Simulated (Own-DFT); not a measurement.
# Computed records: Si23GeO48 (quartz with substituted atoms, atoms displaced)

A calculation, not a measurement: plane-wave PBE and HSE06 DFT by an unreviewed code, no spin, of a simulated cell at Gamma alone, so results move with cell size and shape, stress positive in tension, energies less offsets, not probed for a lower state with spin; oxygen file: force components 24 meV/angstrom off all-electron in a glass; k mesh not checked against a denser one; forces and stress are PBE's, HSE06 gives the energy alone, and its difference from PBE has offsets of its own; offsets are fitted by least squares, one for each functional and potential file, so energies compare only between cells with the same atoms and settings and are not formation energies; the far tail of each file's local potential was reset to the Coulomb form; each entry is a single point on an unrelaxed cell, so the pressure reflects the starting lattice, mostly measured values (interpolated for alloys), from which strain is counted, and rises with the displacements; printed positions are rounded, which can move forces by about a meV/angstrom; the program, named Own-DFT, is a retired in-house code; no spin-orbit coupling. Program: Own-DFT development build.

Common to all runs: first functional PBE; second functional HSE06; exact exchange share 0.25; screening 0.11 1/bohr; exchange divergence Gygi-Baldereschi; potential files PseudoDojo norm-conserving, scalar-relativistic, made for PBE, standard set; wave cutoff 48 hartree; occupations fixed; k mesh 1 x 1 x 1 centred on Gamma.

(1) Si23GeO48 (quartz with substituted atoms, atoms displaced)

```xyz
72
Lattice="9.8268 0.0000 0.0000 -4.9134 8.5103 0.0000 0.0000 0.0000 10.8104" Properties=species:S:1:pos:R:3 Si23GeO48
Si     2.3482     0.0407    10.7283
Si     8.6656     2.0070     3.5985
Si     1.3657     2.3291     1.7480
O      1.4796     1.0897     0.6129
O      2.7974     2.4657     2.4530
O      3.3213     0.6420     4.2731
O     -1.1310     3.0281     4.7764
O      0.2747     1.7407     2.9574
O      0.8628     3.5911     1.1857
Si    -2.7124     8.3823     5.4037
Ge    -1.1424     2.0437     9.0389
Si     1.3341     2.2861     7.2734
O      1.4050     1.0654     6.0290
O      2.7472     2.4695     7.7738
O      3.1220     0.5981     9.5710
O     -1.0651     3.0605    10.1531
O      0.4007     1.7457     8.3808
O      0.8034     3.6174     6.5443
Si    -0.2791     4.2300    10.7646
Si     6.1294     6.2690     3.5822
Si    -1.0959     6.5524     1.7877
O     -1.0543     5.3123     0.7165
O      0.2468     6.7214     2.3808
O      0.7490     4.8347     4.2866
O     -3.5534     7.3683     4.7059
O     -2.1559     6.0345     2.9370
O     -1.7528     7.9458     1.1537
Si    -0.1958     4.2335     5.3921
Si     6.0957     6.2258     9.0325
Si    -1.1498     6.5567     7.1761
O     -1.0960     5.3985     6.0322
O      0.4124     6.7681     7.8561
O      0.7156     4.9317     9.6582
O     -3.4778     7.4405    10.2154
O     -2.1438     5.9987     8.3736
O     -1.7338     7.8887     6.5815
Si     2.2343     8.4662    10.7961
Si     3.7334     1.9688     3.6057
Si     6.1731     2.1722     1.7876
O      6.2709     1.1037     0.6731
O      7.6353     2.5179     2.4649
O      8.2248     0.6839     4.2564
O      3.8180     3.1184     4.7543
O      5.1940     1.7452     3.0344
O      5.7024     3.6053     1.2703
Si     7.2437     0.0750     5.3875
Si     3.7512     2.0288     8.9921
Si     6.1520     2.2565     7.2075
O      6.3371     1.2125     5.9605
O      7.6545     2.4574     7.7701
O      8.1616     0.6711     9.6226
O      3.7725     3.1396    10.1587
O      5.2393     1.7568     8.4185
O      5.7402     3.6123     6.4985
Si     4.8133     4.2022     0.0441
Si     1.3383     6.2126     3.6193
Si     3.7903     6.5635     1.8262
O      3.7882     5.3931     0.6105
O      5.2256     6.7261     2.4499
O      5.6826     4.9074     4.2759
O      1.4035     7.3787     4.7971
O      2.6120     6.1566     2.8952
O      3.1607     7.9278     1.2116
Si     4.6222     4.2832     5.4327
Si     1.2892     6.2487     9.0882
Si     3.7447     6.4914     7.2752
O      3.8517     5.3385     6.0146
O      5.1501     6.7300     7.7997
O      5.6396     4.8964     9.5654
O      1.3189     7.3294    10.1646
O      2.7200     5.9615     8.3646
O      3.1806     7.8119     6.4588
```

* PBE energy of cell above offsets: -14.243 eV
* HSE06 less PBE above offsets: -0.303 eV
* PBE pressure: 12.33 GPa
* PBE stress xx: -11.6 GPa
* PBE stress yy: -15.27 GPa
* PBE stress zz: -10.11 GPa
* PBE stress yz: -1.78 GPa
* PBE stress xz: -0.87 GPa
* PBE stress xy: 0.02 GPa

Force:
```tsv
element	x (eV/Å)	y (eV/Å)	z (eV/Å)
Si	0.086	-1.486	3.87
Si	0.71	0.821	-2.279
Si	0.212	-7.81	3.12
O	-2.757	4.537	2.413
O	-0.847	1.066	-1.475
O	-2.518	-3.764	2.291
O	0.751	3.146	2.248
O	2.27	0.578	-1.943
O	-3.841	6.479	-4.712
Si	5.097	5.708	0.096
Ge	0.896	-3.492	-9.945
Si	-2.53	-1.843	-5.813
O	-1.615	2.598	2.068
O	5.129	0.923	2.282
O	4.231	3.393	-4.572
O	-0.794	7.07	8.245
O	-0.092	-0.968	1.37
O	-0.476	0.413	-0.039
Si	5.516	0.808	2.088
Si	5.222	-3.029	1.321
Si	-7.023	0.034	-1.372
O	-1.85	1.58	0.396
O	6.569	0.488	3.688
O	1.601	1.389	-2.094
O	-2.815	-2.164	-1.016
O	-1.253	0.266	0.35
O	2.482	-1.893	0.98
Si	-0.752	-1.707	1.141
Si	5.388	5.743	-1.54
Si	1.633	-1.858	2.13
O	-0.236	0.391	0.259
O	-2.992	0.381	-1.703
O	-1.292	-3.162	1.393
O	-3.833	-5.487	-3.477
O	-1.569	0.368	0.514
O	0.309	0.337	-0.072
Si	2.632	1.295	-0.445
Si	0.831	0.865	1.451
Si	1.02	1.081	4.758
O	-0.766	-1.132	-2.054
O	-0.83	-0.282	-1.071
O	-1.191	-3.392	0.982
O	-1.114	-0.428	-0.335
O	2.04	-0.18	-1.81
O	-0.972	1.578	-2.18
Si	-0.248	-1.353	-1.67
Si	-1.106	-1.528	-0.337
Si	1.987	-0.087	-1.806
O	-1.553	0.815	1.257
O	-0.835	1.058	-1.153
O	-3.871	-7.994	4.234
O	0.668	0.15	0.443
O	-0.873	-0.35	0.676
O	-1.626	1.343	-0.108
Si	-1.527	1.361	-0.131
Si	-7.298	1.907	3.214
Si	-2.343	-1.019	-1.804
O	1.069	0.29	0.879
O	-2.27	1.599	-2.751
O	-1.068	-0.648	0.44
O	-0.711	-0.879	-1.373
O	7.155	-1.261	-3.128
O	0.559	-0.139	-0.616
Si	8.14	-6.504	-4.008
Si	0.425	-1.056	-4.41
Si	-4.098	0.023	-4.523
O	-5.618	7.911	5.517
O	3.639	0.734	1.99
O	-1.778	-4.754	3.196
O	0.232	2.701	2.768
O	0.316	-0.334	1.038
O	1.967	-1.244	2.651
```

(2) Si23GeO48 (quartz with substituted atoms, atoms displaced)

```xyz
72
Lattice="9.8268 0.0000 0.0000 -4.9134 8.5103 0.0000 0.0000 0.0000 10.8104" Properties=species:S:1:pos:R:3 Si23GeO48
Si     2.2923     0.0327     0.0269
Si     8.6430     2.0120     3.6541
Si     1.2893     2.3202     1.7579
O      1.3863     1.1069     0.5668
O      2.7434     2.4861     2.4339
O      3.2045     0.5773     4.2400
O     -0.9947     3.0136     4.7035
O      0.3360     1.7761     2.9730
O      0.7868     3.5861     1.2263
Si    -2.7026     8.4989     5.4154
Ge    -1.1306     2.0063     9.0192
Si     1.2369     2.2685     7.3096
O      1.4011     1.1695     6.0554
O      2.7206     2.4883     7.8753
O      3.1664     0.6216     9.6389
O     -1.0262     3.2229    10.1808
O      0.3161     1.8374     8.3986
O      0.7891     3.6279     6.5110
Si    -0.1334     4.2661    10.7128
Si     6.1594     6.2716     3.5751
Si    -1.2207     6.5677     1.8094
O     -1.0311     5.3821     0.7126
O      0.2850     6.7951     2.4539
O      0.7411     4.8438     4.2661
O     -3.5330     7.3876     4.7684
O     -2.1243     5.9829     2.9874
O     -1.6815     7.8330     1.1153
Si    -0.1078     4.2065     5.3671
Si    -3.5883     6.2394     9.0119
Si    -1.2442     6.5039     7.1635
O     -1.1015     5.3501     6.0070
O      0.2967     6.8228     7.7864
O      0.7805     4.8615     9.6138
O     -3.5411     7.3910    10.1951
O     -2.2535     5.9728     8.3503
O     -1.6417     7.8751     6.5875
Si     2.3644     8.5009    10.7849
Si     3.7791     1.9916     3.6346
Si     6.2560     2.2633     1.7708
O      6.2979     1.1241     0.6428
O      7.5836     2.4829     2.3841
O      8.3103     0.5955     4.2284
O      3.8557     3.1766     4.7136
O      5.2638     1.8311     2.9198
O      5.6468     3.5517     1.2133
Si     2.3564     8.5035     5.3993
Si     3.8310     2.0818     9.0169
Si     6.2920     2.3115     7.2201
O      6.2280     1.0087     6.0440
O      7.7352     2.4785     7.8955
O      8.2330     0.6707     9.6109
O      3.8186     3.2199    10.2022
O      5.2543     1.8325     8.3781
O      5.6686     3.6263     6.5688
Si     4.8024     4.2708     0.0469
Si     1.2668     6.2354     3.6165
Si     3.7372     6.5152     1.8217
O      3.8618     5.4040     0.7404
O      5.1960     6.7678     2.4550
O      5.6270     4.8822     4.1887
O      1.2956     7.3927     4.6649
O      2.8432     6.0110     2.8768
O      3.1998     7.8784     1.1427
Si     4.8181     4.2320     5.4106
Si     1.2584     6.2285     9.0368
Si     3.7581     6.5493     7.2379
O      3.8957     5.2870     6.0999
O      5.1870     6.7677     7.8000
O      5.7437     4.8547     9.6875
O      1.3293     7.4211    10.2591
O      2.7545     5.9266     8.3687
O      3.2167     7.8828     6.5496
```

- PBE energy of cell above offsets: -15.011 eV
- HSE06 less PBE above offsets: -0.343 eV
- PBE pressure: 12.28 GPa
- PBE stress xx: -12.02 GPa
- PBE stress yy: -13.9 GPa
- PBE stress zz: -10.93 GPa
- PBE stress yz: 2.77 GPa
- PBE stress xz: -0.18 GPa
- PBE stress xy: -1.1 GPa

Force:
```tsv
element	x (eV/Å)	y (eV/Å)	z (eV/Å)
Si	1.943	-2.473	-2.011
Si	1.039	-3.186	-8.562
Si	2.221	-7.241	3.055
O	-3.028	4.452	3.059
O	1.117	-0.213	0.518
O	0.409	0.652	0.051
O	-0.061	5.451	5.573
O	-1.253	-0.038	-0.154
O	-3.196	7.184	-5.118
Si	4.175	1.474	0.834
Ge	1.935	4.572	3.925
Si	4.534	1.056	-5.768
O	-1.509	1.268	1.625
O	1.14	0.458	0.542
O	2.249	2.128	-1.461
O	-3.832	-2.923	-0.732
O	3.316	-2.295	0.739
O	0.867	-1.06	2.026
Si	1.95	3.491	7.721
Si	2.48	-0.684	0.984
Si	3.316	-3.475	1.325
O	0.295	-0.605	-1.24
O	-0.239	-0.352	-0.185
O	2.388	1.589	-2.837
O	-2.161	-2.619	-1.211
O	-2.172	0.168	1.049
O	-0.868	3.195	-0.824
Si	-2.95	0.2	1.532
Si	-4.231	1.999	2.002
Si	2.748	-2.034	1.046
O	-0.298	-0.21	0.349
O	-0.294	-1.346	1.372
O	0.935	-0.624	-0.865
O	-0.778	-1.629	-1.257
O	4.332	-0.666	-2.303
O	-2.245	2.632	-1.944
Si	-1.081	1.983	0.162
Si	-0.097	-0.538	-1.95
Si	-3.732	-2.996	-1.215
O	0.513	-0.55	-1.389
O	7.693	0.537	4.478
O	-2.168	-2.48	1.99
O	-0.669	-1.134	0.222
O	-2.505	-1.297	2.485
O	-0.96	3.745	-2.071
Si	-1.656	-0.616	-3.302
Si	-3.315	-1.594	1.302
Si	-1.16	-2.701	-1.337
O	0.063	3.309	1.942
O	-5.944	3.339	-7.448
O	-3.733	-9.769	4.882
O	-0.86	-1.752	-1.431
O	1.083	-0.184	-0.159
O	2.35	-0.878	1.386
Si	-0.173	0.895	1.233
Si	1.4	-0.797	-2.917
Si	3.2	2.996	-3.066
O	0.692	-1.913	-2.675
O	-0.001	1.173	-1.059
O	0.974	0.127	-0.05
O	2.018	2.17	2.45
O	-7.023	-1.959	6.67
O	1.505	-0.131	0.9
Si	-1.187	0.7	-1.967
Si	1.14	3.931	-1.867
Si	-1.46	-3.461	-1.513
O	-1.761	3.324	1.788
O	2.871	0.264	2.16
O	0.154	0.172	-0.296
O	-0.636	-2.679	-2.737
O	-0.818	0.869	0.489
O	1.01	-0.405	1.053
```

(3) Si23GeO48 (quartz with substituted atoms, atoms displaced)

```xyz
72
Lattice="9.8268 0.0000 0.0000 -4.9134 8.5103 0.0000 0.0000 0.0000 10.8104" Properties=species:S:1:pos:R:3 Si23GeO48
Si    -2.5559     8.4915     0.0194
Si     8.6611     1.9384     3.6474
Si     1.2789     2.3115     1.8583
O      1.3287     1.1558     0.6672
O      2.8024     2.4841     2.5056
O      3.2079     0.6447     4.1563
O     -1.0396     3.1737     4.7599
O      0.2674     1.7161     2.9946
O      0.7760     3.5761     1.2927
Si    -2.5762     8.3669     5.4099
Si    -1.1173     1.9695     9.0177
Si     1.2859     2.3959     7.3123
O      1.3370     1.1040     5.9769
O      2.7410     2.4254     7.8570
O      3.1883     0.6957     9.5897
O     -1.0540     3.1548    10.1561
O      0.3544     1.7286     8.3871
O      0.8069     3.6111     6.5533
Si    -0.1604     4.2466     0.0276
Si    -3.6303     6.3468     3.5783
Ge    -1.1615     6.5533     1.7838
O     -1.0610     5.4278     0.6203
O      0.2558     6.7844     2.5069
O      0.7877     4.8938     4.3593
O     -3.5568     7.3469     4.7736
O     -2.1755     5.9296     2.9156
O     -1.6628     7.9660     1.2366
Si    -0.1656     4.1590     5.3668
Si     6.2275     6.2142     8.9726
Si    -1.1764     6.4641     7.1971
O     -1.0086     5.3980     6.0761
O      0.2924     6.7572     7.9948
O      0.7056     4.8700     9.6670
O     -3.5381     7.3980    10.2739
O     -2.0990     6.0430     8.4393
O     -1.6502     7.9512     6.5712
Si     7.2600     0.0387     0.0082
Si     3.7414     1.9821     3.6085
Si     6.1667     2.1946     1.7911
O      6.3200     1.1580     0.6562
O      7.6168     2.4902     2.4102
O      8.1844     0.5533     4.2454
O      3.7921     3.1583     4.7007
O      5.2574     1.7430     3.0662
O      5.6803     3.6081     1.2017
Si     2.3002     8.4361     5.4163
Si     3.7518     2.0679     9.0825
Si     6.1729     2.1818     7.1701
O      6.2810     1.1014     6.1112
O      7.6630     2.4495     7.8523
O      8.2429     0.6689     9.6843
O      3.8644     3.1228    10.1881
O      5.2457     1.7735     8.3308
O      5.6661     3.6421     6.5731
Si     4.7272     4.2415     0.0260
Si     1.2659     6.2392     3.6070
Si     3.8307     6.6512     1.8886
O      3.8025     5.2990     0.6658
O      5.2199     6.7839     2.3928
O      5.7029     4.9451     4.2515
O      1.4512     7.3312     4.7472
O      2.8361     6.0169     2.9952
O      3.2431     7.8077     1.1837
Si     4.8421     4.2842     5.3777
Si     1.2290     6.1888     8.9783
Si     3.8336     6.4917     7.2316
O      3.8480     5.4172     6.0589
O      5.2305     6.7375     7.8703
O      5.7724     4.8165     9.6407
O      1.4339     7.3568    10.1609
O      2.7402     6.0831     8.3179
O      3.2751     7.8921     6.5898
```

* PBE energy of cell above offsets: -15.789 eV
* HSE06 less PBE above offsets: -0.270 eV
* PBE pressure: 11.51 GPa
* PBE stress xx: -10.71 GPa
* PBE stress yy: -13.07 GPa
* PBE stress zz: -10.76 GPa
* PBE stress yz: 2.02 GPa
* PBE stress xz: -3.14 GPa
* PBE stress xy: -1.55 GPa

Force:
```tsv
element	x (eV/Å)	y (eV/Å)	z (eV/Å)
Si	-1.371	3.381	-0.092
Si	-1.216	1.882	-1.908
Si	3.396	-6.756	2.021
O	1.061	-0.293	0.026
O	-3.45	1.201	-3.595
O	-1.511	-4.387	2.599
O	-5.179	-6.251	-3.628
O	0.789	0.028	-0.109
O	-3.221	6.986	-4.055
Si	-1.293	7.902	-1.216
Si	0.063	3.119	-1.582
Si	1.343	-6.57	-3.057
O	0.704	0.594	1.482
O	2.17	1.423	0.921
O	-0.469	-2.41	1.968
O	-0.923	-1.5	-0.578
O	-1.325	-0.128	1.337
O	-1.476	3.388	-1.341
Si	0.74	-0.337	2.041
Si	1.412	-3.461	-1.038
Ge	-0.763	-1.638	0.606
O	0.139	-3.209	-3.395
O	5.191	0.89	2.147
O	1.149	0.614	-1.995
O	-0.989	-0.544	0.137
O	-3.613	-0.832	3.565
O	-1.268	5.355	-2.107
Si	3.934	5.735	4.6
Si	0.438	0.759	3.838
Si	1.785	2.754	1.547
O	-0.346	-1.303	-1.108
O	-5.748	2.063	-5.887
O	1.209	-0.947	-0.377
O	-0.821	-2.942	-2.569
O	-0.238	-0.237	-0.377
O	2.306	-3.063	2.386
Si	-0.017	-2.211	-0.784
Si	2.549	1.108	1.364
Si	-0.221	2.422	2.949
O	-0.275	-2.075	-2.099
O	2.493	-0.564	2.156
O	-0.705	-0.432	0.75
O	1.284	1.491	1.57
O	0.213	-0.368	-0.802
O	-0.466	0.273	-0.712
Si	1.668	2.107	1.525
Si	1.45	-1.848	-4.421
Si	2.07	4.294	1.658
O	0.582	-3.441	-3.796
O	0.249	0.039	-0.106
O	-1.205	-3.043	1.944
O	-1.324	0.028	0.695
O	-3.526	-0.501	3.265
O	1.197	-0.989	0.6
Si	3.677	1.2	0.511
Si	2.68	-1.151	-0.451
Si	-4.061	-8.054	-1.583
O	-1.077	3.684	2.145
O	5.168	1.212	1.818
O	1.034	0.736	-1.401
O	-1.697	-0.505	0.171
O	-1.982	0.154	0.918
O	-2.469	5.885	-3.291
Si	-3.754	-1.152	0.094
Si	6.235	0.7	4.287
Si	-3.073	0.816	-1.379
O	0.663	-1.02	-0.874
O	1.631	0.817	0.102
O	-0.835	-0.131	0.603
O	0.11	0.284	0.279
O	-0.982	-1.151	1.223
O	0.107	0.12	-0.136
```
